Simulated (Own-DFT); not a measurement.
Simulation results for GaP (zincblende, strained, atoms displaced), SiC (4H silicon carbide, strained, atoms displaced), SiC (2H silicon carbide, atoms displaced), GaN (wurtzite, strained, atoms displaced)

Computed with Own-DFT development build. A calculation, not a measurement: plane-wave PBE density functional theory by an unreviewed code, no spin, of a simulated periodic cell, stress positive in tension, free energy of the whole cell less one offset for each atom, forces on such cells passed a denser k mesh, this cell's mesh not checked; offsets are fitted by least squares, one for each functional and potential file, so energies compare only between cells with the same atoms and settings and are not formation energies; the far tail of each file's local potential was reset to the Coulomb form; each entry is a single point on an unrelaxed cell, so the pressure reflects the starting lattice, mostly measured values (interpolated for alloys), from which strain is counted, and rises with the displacements; printed positions are rounded, which can move forces by about a meV/angstrom; the program, named Own-DFT, is a retired in-house code; no spin-orbit coupling.

Common to all runs: functional PBE.

(1) GaP (zincblende, strained, atoms displaced)

```
GaP
1.0
     10.8620     0.0000     0.0000
      0.0000    10.8620     0.0000
      0.0000     0.0000    10.9439
Ga P Ga P Ga P Ga P Ga P Ga P Ga P Ga P
4 4 4 4 4 4 4 4 4 4 4 4 4 4 4 4
Direct
  0.99163 0.01202 0.99423
  0.00498 0.24537 0.24453
  0.25946 0.00014 0.23949
  0.24884 0.24738 0.98179
  0.12489 0.13561 0.12817
  0.13182 0.39025 0.36806
  0.37012 0.11352 0.37455
  0.38179 0.37209 0.12545
  0.00006 0.00687 0.49822
  0.99834 0.24825 0.73752
  0.26382 0.00355 0.75596
  0.24151 0.25621 0.49554
  0.11629 0.12628 0.62940
  0.12805 0.36829 0.87949
  0.36339 0.12951 0.88273
  0.39262 0.36721 0.63058
  0.00718 0.50116 0.99546
  0.99672 0.74163 0.24977
  0.25793 0.49510 0.24987
  0.23988 0.75476 0.00118
  0.12123 0.61852 0.12733
  0.13202 0.87546 0.36561
  0.36770 0.62137 0.37872
  0.39917 0.87256 0.12247
  0.99991 0.51233 0.49755
  0.98330 0.74283 0.74374
  0.26075 0.50157 0.77760
  0.25785 0.74427 0.49097
  0.11574 0.63078 0.63909
  0.13233 0.87778 0.86462
  0.37814 0.60691 0.87003
  0.36095 0.88436 0.62011
  0.49680 0.99988 0.00718
  0.48413 0.25333 0.24323
  0.75477 0.98951 0.24758
  0.74794 0.25356 0.00167
  0.62248 0.12395 0.11829
  0.61924 0.39061 0.37845
  0.87648 0.12139 0.37398
  0.87845 0.37333 0.12901
  0.50671 0.99653 0.49523
  0.50109 0.24553 0.75434
  0.74499 0.00834 0.75271
  0.74139 0.24868 0.50762
  0.61994 0.12965 0.63465
  0.62520 0.37466 0.86942
  0.87048 0.12129 0.88134
  0.88395 0.37233 0.62600
  0.50155 0.49444 0.00468
  0.50385 0.73481 0.25556
  0.76067 0.51147 0.25252
  0.74316 0.74593 0.00572
  0.62500 0.63585 0.12174
  0.62358 0.87398 0.37509
  0.86681 0.63555 0.36938
  0.87098 0.87392 0.13903
  0.50506 0.49088 0.49131
  0.50704 0.74449 0.76128
  0.74222 0.49021 0.75253
  0.75167 0.74095 0.50918
  0.61895 0.62095 0.63065
  0.61912 0.86553 0.87347
  0.86945 0.62649 0.87710
  0.88464 0.87688 0.63243
```

Settings of this run: potential files PseudoDojo norm-conserving, scalar-relativistic, standard set, wave cutoff 42 hartree, occupations Fermi-Dirac, smearing width 0.1 eV, hardware one NVIDIA H100 and k mesh 3 x 3 x 3 centred on Gamma.

Results for GaP (zincblende, strained, atoms displaced): free energy of cell above offsets -27.466 eV; pressure 5.02 GPa; stress xx -5.16 GPa; stress yy -5.38 GPa; stress zz -4.53 GPa; stress yz -0.67 GPa; stress xz 0.6 GPa; stress xy 0.86 GPa; wall time 555.3 s.

Force:
```csv
element,x (eV/Å),y (eV/Å),z (eV/Å)
Ga,1.815,-1.959,1.562
Ga,-0.761,1.231,1.625
Ga,-0.456,-0.677,-0.426
Ga,-0.953,1.086,3.602
P,1.193,-1.603,-1.649
P,-1.609,-1.414,0.927
P,0.399,1.683,0.315
P,-1.948,0.834,-1.66
Ga,0.559,-1.169,-0.072
Ga,-0.082,-0.061,2.209
Ga,-1.653,0.153,-0.801
Ga,0.783,-0.424,0.726
P,1.954,-0.571,-0.773
P,-1.364,0.925,-1.491
P,3.346,-1.62,-1.204
P,-2.291,0.968,-0.88
Ga,-0.94,-0.378,0.15
Ga,1.001,1.18,-0.003
Ga,0.095,0.763,-1.129
Ga,1.101,-0.271,0.074
P,0.853,0.472,-0.041
P,-0.562,-0.237,0.322
P,1.766,-0.986,-0.75
P,-2.839,-1.509,1.099
Ga,0.134,-0.241,0.163
Ga,1.02,0.598,1.67
Ga,-3.48,-3.219,-4.426
Ga,-2.151,1.439,1.664
P,2.043,-1.229,-1.33
P,-1.553,-0.145,0.815
P,2.746,4.342,3.634
P,2.181,-1.255,-0.095
Ga,0.874,0.694,-1.946
Ga,2.006,-1.808,1.974
Ga,-1.599,1.814,1.108
Ga,0.09,0.052,0.033
P,0.452,0.436,1.246
P,2.618,-3.016,-2.787
P,-0.892,0.805,-0.089
P,-0.246,0.585,-0.453
Ga,-0.827,0.337,0.906
Ga,-0.523,-0.021,0.983
Ga,0.291,-1.447,0.012
Ga,0.731,0.59,-0.775
P,0.232,-1.188,-1.176
P,-0.507,-0.823,1.652
P,-0.667,1.865,-1.457
P,-1.604,1.17,-0.967
Ga,0.652,0.424,-0.281
Ga,-0.451,1.193,0.549
Ga,-1.48,-1.379,-1.129
Ga,1.424,1.604,-0.874
P,-0.418,-2.689,0.841
P,0.747,-0.913,0.213
P,1.114,-0.414,1.681
P,1.425,-1.001,-2.892
Ga,-2.236,2.148,2.811
Ga,-1.938,-0.27,-1.634
Ga,1.435,1.063,-0.942
Ga,-0.486,1.392,0.395
P,0.409,-0.273,-0.73
P,1.109,2.076,0.99
P,-0.186,-0.805,0.288
P,-1.9,1.095,-1.378
```

(2) SiC (4H silicon carbide, strained, atoms displaced)

```
SiC
1.0
      9.1711    -0.0654     0.1224
     -4.6422     7.9836    -0.0399
      0.1333     0.0268    10.0266
Si C Si C Si C Si C Si C Si C Si C Si C Si C Si C Si C Si C Si C Si C Si C Si C Si C Si C
2 2 2 2 2 2 2 2 2 2 2 2 2 2 2 2 2 2 2 2 2 2 2 2 2 2 2 2 2 2 2 2 2 2 2 2
Direct
  0.00197 0.00208 0.40529
  0.10440 0.22217 0.15810
  0.00347 0.01570 0.09752
  0.10097 0.21147 0.34859
  0.99439 0.32959 0.40403
  0.12617 0.55907 0.15212
  0.99543 0.32716 0.09908
  0.12103 0.56170 0.34423
  0.00263 0.66415 0.40534
  0.11075 0.89056 0.15122
  0.01292 0.67211 0.08659
  0.11572 0.88922 0.33879
  0.33953 0.00287 0.40271
  0.44972 0.22452 0.15706
  0.32120 0.99294 0.09838
  0.44654 0.22465 0.34934
  0.32824 0.32735 0.41139
  0.44456 0.56403 0.15522
  0.34031 0.34358 0.09928
  0.44061 0.55842 0.34428
  0.32025 0.65896 0.40821
  0.44493 0.88732 0.16362
  0.34541 0.66564 0.09598
  0.44139 0.89700 0.35257
  0.68024 0.01431 0.40213
  0.78318 0.22680 0.15716
  0.66395 0.99486 0.08508
  0.76855 0.21490 0.33642
  0.67037 0.32758 0.40613
  0.77515 0.55589 0.15628
  0.66573 0.32442 0.09185
  0.77551 0.55736 0.34135
  0.67507 0.67104 0.40696
  0.77566 0.87453 0.15264
  0.66797 0.66274 0.08455
  0.78186 0.89987 0.33377
  0.00701 0.00709 0.90140
  0.88551 0.77664 0.65537
  0.98757 0.99943 0.59203
  0.89054 0.77996 0.84127
  0.98990 0.66025 0.90831
  0.87746 0.42949 0.65628
  0.00664 0.66679 0.59948
  0.88995 0.44615 0.84539
  0.00700 0.34209 0.91119
  0.89576 0.11275 0.65315
  0.01006 0.34256 0.60307
  0.87919 0.10322 0.84538
  0.66341 0.99563 0.90985
  0.55563 0.77069 0.65660
  0.66719 0.99794 0.60120
  0.55025 0.77522 0.84997
  0.66655 0.67165 0.89989
  0.56460 0.45778 0.65721
  0.66733 0.67340 0.58951
  0.55668 0.44828 0.84912
  0.66650 0.32946 0.90595
  0.54665 0.11023 0.64866
  0.66595 0.33102 0.59313
  0.54745 0.10150 0.85041
  0.32911 0.00286 0.91374
  0.22409 0.77871 0.64793
  0.33386 0.00901 0.59950
  0.22655 0.77408 0.84271
  0.32297 0.66369 0.90296
  0.22102 0.44679 0.64759
  0.33865 0.67240 0.59479
  0.21416 0.43688 0.83291
  0.33415 0.33664 0.90821
  0.23333 0.11914 0.65198
  0.34185 0.34083 0.59729
  0.22088 0.11342 0.84522
```

Here we set potential files PseudoDojo norm-conserving, scalar-relativistic, standard set, wave cutoff 42 hartree, occupations Fermi-Dirac, smearing width 0.1 eV, hardware one NVIDIA H100 and k mesh 4 x 4 x 3 centred on Gamma.

It finds free energy of cell above offsets -5.120 eV; pressure 9.88 GPa; stress xx -12.72 GPa; stress yy -9.1 GPa; stress zz -7.82 GPa; stress yz 0.71 GPa; stress xz 4.76 GPa; stress xy -2.85 GPa; wall time 351.9 s.

Force:
```csv
element,x (eV/Å),y (eV/Å),z (eV/Å)
Si,0.013,-2.322,-0.084
Si,1.93,1.189,0.845
C,1,-3.707,-1.889
C,0.437,2.889,-0.581
Si,0.694,0.724,0.827
Si,-1.916,-0.387,0.766
C,1.25,2.727,-0.851
C,-3.026,-2.757,-1.332
Si,-0.692,1.037,0.269
Si,-1.988,-0.217,1.193
C,-1.295,-1.307,1.96
C,-0.735,-0.186,1.201
Si,-2.735,0.63,1.228
Si,-1.564,-0.766,0.463
C,2.995,2.065,-0.441
C,0.155,0.117,-0.851
Si,0.097,1.476,-1.129
Si,2.869,-1.787,1.331
C,-0.62,-1.416,-0.67
C,0.958,-0.297,0.402
Si,3.772,2.944,0.847
Si,-0.431,0.71,-0.941
C,-2.874,1.412,-1.618
C,3.235,-1.964,-1.272
Si,-1.267,-4.507,2.072
Si,-1.6,-2.476,-1.844
C,0.356,0.382,3.761
C,1.28,3.181,1.104
Si,-2.128,1.489,-0.192
Si,1.192,-0.491,-1.196
C,0.238,1.711,0.579
C,1.523,-0.778,0.749
Si,-2.45,0.501,-1.348
Si,-0.953,2.804,-0.909
C,0.171,-0.082,1.246
C,0.651,-1.847,1.768
Si,-2.291,-0.883,1.298
Si,1.222,0.728,0.071
C,3.82,-0.501,-0.62
C,0.084,0.121,0.404
Si,1.398,1.607,-1.889
Si,1.416,2.716,1.164
C,-2.148,-1.148,-1.842
C,-0.194,-1.16,-0.117
Si,-1.385,-2.607,-1.133
Si,-2.627,0.637,2.231
C,-2.344,-2.515,-3.251
C,1.627,1.927,-0.412
Si,-0.862,0.062,-1.899
Si,-1.435,2.194,1.007
C,-0.303,1.056,-2.083
C,0.349,-0.509,-1.65
Si,0.175,-0.263,0.772
Si,-0.074,-1.642,0.382
C,1.576,-0.942,0.459
C,0.863,-0.26,-1.397
Si,-0.483,-0.504,-0.139
Si,2.502,-0.487,3.018
C,-0.54,0.514,-0.455
C,0.27,1.673,-1.469
Si,0.412,-1.399,-1.158
Si,0.389,0.77,2.757
C,0.235,-2.299,-2.647
C,-2.696,1.143,-0.277
Si,1.944,-0.525,0.32
Si,1.836,1.128,1.736
C,-0.273,-0.957,-0.908
C,1.407,1.344,2.051
Si,-0.671,-0.164,0.003
Si,-2.865,-0.305,1.703
C,-0.492,-0.082,-0.724
C,1.613,0.839,-0.772
```

(3) SiC (2H silicon carbide, atoms displaced)

```
SiC
1.0
      6.1654     0.0000     0.0000
     -3.0827     5.3394     0.0000
      0.0000     0.0000    10.0681
Si C Si C Si C Si C Si C Si C Si C Si C
2 2 2 2 2 2 2 2 2 2 2 2 2 2 2 2
Direct
  0.98715 0.99103 0.02112
  0.18210 0.32603 0.24497
  0.00964 0.01805 0.19826
  0.18032 0.34980 0.43977
  0.00409 0.96945 0.48166
  0.16845 0.33521 0.72407
  0.98474 0.00616 0.69210
  0.17305 0.33906 0.95160
  0.00069 0.50208 0.99421
  0.13968 0.85041 0.25418
  0.00667 0.51500 0.19526
  0.16390 0.83174 0.41974
  0.96703 0.50946 0.51719
  0.18049 0.85603 0.73809
  0.98059 0.47267 0.68403
  0.18376 0.84910 0.94072
  0.54143 0.00097 0.01901
  0.69154 0.33459 0.23995
  0.49220 0.00970 0.18904
  0.68349 0.33178 0.45403
  0.51714 0.96756 0.50065
  0.66291 0.30539 0.76197
  0.54771 0.99704 0.68158
  0.65768 0.32607 0.94006
  0.49983 0.50470 0.00251
  0.67376 0.86414 0.26583
  0.50059 0.50026 0.19221
  0.65919 0.81230 0.43032
  0.51409 0.52083 0.50618
  0.68706 0.85390 0.76020
  0.54255 0.55313 0.68632
  0.67896 0.80026 0.94774
```

It was run with potential files PseudoDojo norm-conserving, scalar-relativistic, standard set, wave cutoff 42 hartree, occupations Fermi-Dirac, smearing width 0.1 eV, hardware one NVIDIA H100 and k mesh 5 x 5 x 3 centred on Gamma.

It finds free energy of cell above offsets 7.553 eV; pressure 12.39 GPa; stress xx -9.11 GPa; stress yy -11.23 GPa; stress zz -16.84 GPa; stress yz 1.28 GPa; stress xz -1.23 GPa; stress xy -0.39 GPa; wall time 121.8 s.

Force:
```csv
element,x (eV/Å),y (eV/Å),z (eV/Å)
Si,3.324,1.48,-4.222
Si,-2.05,5.418,3.176
C,-3.876,-1.718,-0.708
C,-0.412,-1.59,0.405
Si,-3.493,5.602,3.385
Si,1.888,1.957,2.898
C,5.105,-0.073,-3.046
C,-1.217,-1.612,-1.93
Si,0.41,1.504,0.882
Si,5.708,-3.389,-3.515
C,1.694,0.068,-2.365
C,3.191,-1.435,6.202
Si,5.97,0.404,-4.199
Si,0.406,-1.775,2.879
C,-0.004,3.484,3.62
C,0.437,-0.485,0.059
Si,-3.474,-0.921,-4.394
Si,-3.53,1.203,3.187
C,0.941,-0.745,2.907
C,-4.607,-3.261,-3.726
Si,-3.57,4.428,-0.237
Si,-1.068,2.929,-2.165
C,-6.409,0.639,0.308
C,1.564,-0.553,1.073
Si,0.103,-4.589,2.054
Si,-0.666,-2.796,-5.6
C,2.234,1.677,-0.688
C,2.276,2.025,2.242
Si,0.352,-5.293,-0.689
Si,1.124,-3.032,2.622
C,-0.732,-5.338,0.827
C,-1.617,5.787,-1.246
```

(4) GaN (wurtzite, strained, atoms displaced)

```
GaN
1.0
     12.7560     0.0000     0.0000
     -4.7835     8.2853     0.0000
      0.0000     0.0000    10.6811
Ga N Ga N Ga N Ga N Ga N Ga N Ga N Ga N Ga N Ga N Ga N Ga N Ga N Ga N Ga N Ga N Ga N Ga N Ga N Ga N Ga N Ga N Ga N Ga N
2 2 2 2 2 2 2 2 2 2 2 2 2 2 2 2 2 2 2 2 2 2 2 2 2 2 2 2 2 2 2 2 2 2 2 2 2 2 2 2 2 2 2 2 2 2 2 2
Direct
  0.08069 0.22510 0.00131
  0.17041 0.11815 0.25095
  0.08029 0.21831 0.19050
  0.17015 0.10772 0.44036
  0.08991 0.22904 0.49316
  0.17390 0.11330 0.75957
  0.07859 0.21864 0.68374
  0.16409 0.10447 0.93928
  0.09373 0.56081 0.00564
  0.17276 0.45077 0.25447
  0.08399 0.56411 0.19187
  0.17493 0.45217 0.44114
  0.08293 0.55182 0.50228
  0.17470 0.43877 0.75013
  0.08278 0.54974 0.69143
  0.16870 0.44038 0.93904
  0.07535 0.88061 0.99355
  0.16785 0.78287 0.24746
  0.07481 0.88791 0.19100
  0.16494 0.77967 0.44035
  0.07906 0.88847 0.49576
  0.16925 0.77851 0.75818
  0.08895 0.88958 0.68853
  0.16282 0.77862 0.93956
  0.34153 0.21591 0.99099
  0.40742 0.11017 0.25252
  0.32865 0.21864 0.18894
  0.41848 0.11045 0.43603
  0.34299 0.24006 0.50065
  0.41403 0.10404 0.74248
  0.33877 0.22861 0.69041
  0.41258 0.10980 0.93425
  0.33895 0.55685 0.99846
  0.40600 0.43686 0.25403
  0.33020 0.55864 0.18696
  0.41329 0.43718 0.44119
  0.33461 0.55807 0.50096
  0.41963 0.45210 0.74974
  0.33543 0.55352 0.68234
  0.41421 0.43897 0.93671
  0.32705 0.88889 0.99687
  0.41589 0.78086 0.24825
  0.33275 0.89706 0.18449
  0.41541 0.76359 0.43977
  0.33426 0.88521 0.50386
  0.41110 0.78021 0.75003
  0.32749 0.88191 0.68638
  0.41278 0.77718 0.93603
  0.58746 0.21543 0.99857
  0.67208 0.10077 0.25722
  0.58592 0.21941 0.18476
  0.67097 0.11898 0.43818
  0.58126 0.21772 0.49684
  0.66433 0.10496 0.74818
  0.58238 0.22527 0.68426
  0.66177 0.10782 0.93424
  0.57384 0.55701 0.00113
  0.66326 0.44286 0.24838
  0.58678 0.55317 0.18623
  0.66223 0.45301 0.44406
  0.58343 0.55874 0.49204
  0.66686 0.43420 0.76060
  0.58049 0.54824 0.68844
  0.67415 0.44994 0.94083
  0.59327 0.90496 0.99815
  0.65678 0.77316 0.25400
  0.58902 0.89306 0.19104
  0.66136 0.77447 0.44155
  0.58376 0.88840 0.49477
  0.66902 0.77510 0.74583
  0.57760 0.88486 0.69244
  0.66235 0.76987 0.93889
  0.84418 0.23145 0.00763
  0.91310 0.11039 0.24816
  0.83321 0.21881 0.18865
  0.91278 0.11050 0.44080
  0.83331 0.22954 0.50470
  0.91992 0.10482 0.75381
  0.83396 0.23000 0.68685
  0.91415 0.11680 0.94028
  0.83128 0.55358 0.00039
  0.92261 0.46255 0.24931
  0.82024 0.54787 0.19266
  0.92584 0.44498 0.43421
  0.82977 0.55261 0.50587
  0.91502 0.43570 0.75406
  0.83566 0.55445 0.68062
  0.91960 0.44053 0.93720
  0.83706 0.89018 0.99474
  0.90829 0.77429 0.25251
  0.83003 0.89451 0.18731
  0.92275 0.77931 0.43542
  0.82712 0.88027 0.50749
  0.90151 0.78143 0.74416
  0.84198 0.90215 0.69570
  0.91168 0.77902 0.93400
```

Settings of this run: potential files PseudoDojo norm-conserving, scalar-relativistic, standard set with the stringent files for Ga, wave cutoff 96 hartree, occupations Gaussian, smearing width 0.01 eV and k mesh 3 x 4 x 3 centred on Gamma.

The calculation gives: free energy of cell above offsets -4.264 eV; pressure 1.8 GPa; stress xx -4.47 GPa; stress yy -5.76 GPa; stress zz 4.84 GPa; stress yz 0.19 GPa; stress xz 0.15 GPa; stress xy 0.34 GPa.

Force:
```csv
element,x (eV/Å),y (eV/Å),z (eV/Å)
Ga,1.131,-0.756,0.533
Ga,-1.19,-1.693,0.366
N,0.04,1.301,-0.216
N,-0.163,1.407,-0.612
Ga,-0.646,-1.367,0.798
Ga,-0.929,-0.605,-1.746
N,1.444,0.304,0.419
N,0.006,0.835,0.494
Ga,-0.911,-0.697,-0.497
Ga,-1.556,-0.965,-0.042
N,1.189,-0.596,-0.866
N,-0.731,-0.601,-0.904
Ga,0.251,1.165,0.774
Ga,-1.864,-0.076,-0.175
N,0.578,0.35,0.092
N,0.184,0.812,-0.126
Ga,-0.234,0.879,1.337
Ga,-0.841,0.594,1.062
N,0.778,-0.009,-0.813
N,1.013,-0.346,-0.589
Ga,1.718,0.529,1.575
Ga,-1.559,-1.223,-1.36
N,-1.248,0.038,0.169
N,0.567,-0.511,0.053
Ga,-3.375,1.031,1.653
Ga,2.013,0.547,-0.137
N,0.509,0.927,-1.068
N,-0.461,-0.29,0.433
Ga,-0.259,-4.563,1.525
Ga,-0.009,1.004,0.484
N,-0.228,-0.191,-0.323
N,2.739,-1.115,-1.055
Ga,-0.894,-0.135,0.224
Ga,1.161,0.691,-0.508
N,1.173,0.234,-0.28
N,-0.178,3.322,-1.742
Ga,0.604,-1.242,0.699
Ga,0.423,-0.68,0.131
N,-0.25,0.701,0.746
N,-0.146,0.104,-0.144
Ga,0.996,0.202,0.574
Ga,-0.085,0.381,0.068
N,0.49,-0.989,-0.046
N,-0.404,2.727,-1.109
Ga,-0.944,-0.081,-0.967
Ga,1.122,-0.887,0.359
N,0.523,0.714,-0.021
N,0.335,0.378,0.353
Ga,-1.575,1.181,0.946
Ga,-1.371,2.25,-0.618
N,-0.512,-0.566,0.619
N,-0.114,-1.126,0.178
Ga,-0.238,1.248,0.352
Ga,-0.057,0.855,-0.14
N,0.472,-1.258,0.193
N,1.653,1.285,-0.674
Ga,1.962,-0.399,0.36
Ga,-0.402,-1.591,0.949
N,-2.383,0.224,0.301
N,2.06,-1.545,-1.455
Ga,-0.978,-0.761,2.018
Ga,-0.391,1.123,-1.31
N,1.019,1.131,-0.347
N,-1.79,-1.356,-0.258
Ga,-0.272,-2.706,0.472
Ga,2.038,-0.158,-0.682
N,-1.515,-1.107,-0.811
N,0.67,0.733,-0.513
Ga,-0.759,0.588,1.371
Ga,-1.309,-0.521,0.89
N,0.855,-0.014,-1.161
N,0.047,1.579,-0.636
Ga,-1.666,-0.594,-0.034
Ga,0.725,-0.002,1.249
N,-0.309,1.457,-0.085
N,0.395,-0.318,-0.082
Ga,1.171,-0.25,-0.368
Ga,-0.989,3.577,0.349
N,0.141,-2.214,0.262
N,1.1,-1.007,-0.735
Ga,0.992,0.488,0.553
Ga,-0.591,-1.831,0.563
N,2.254,1.473,-1.058
N,-1.945,0.032,0.025
Ga,0.725,0.162,-1.533
Ga,0.363,1.834,-0.135
N,-0.733,0.18,2.079
N,-0.289,1.331,0.734
Ga,-1.627,0.031,1.552
Ga,-0.02,0.596,-0.402
N,0.015,-1.319,-0.177
N,-2.526,-1.056,0.575
Ga,0.968,1.562,-1.347
Ga,5.515,-2.357,1.193
N,-3.321,-1.486,-2.354
N,0.656,-0.933,-0.444
```
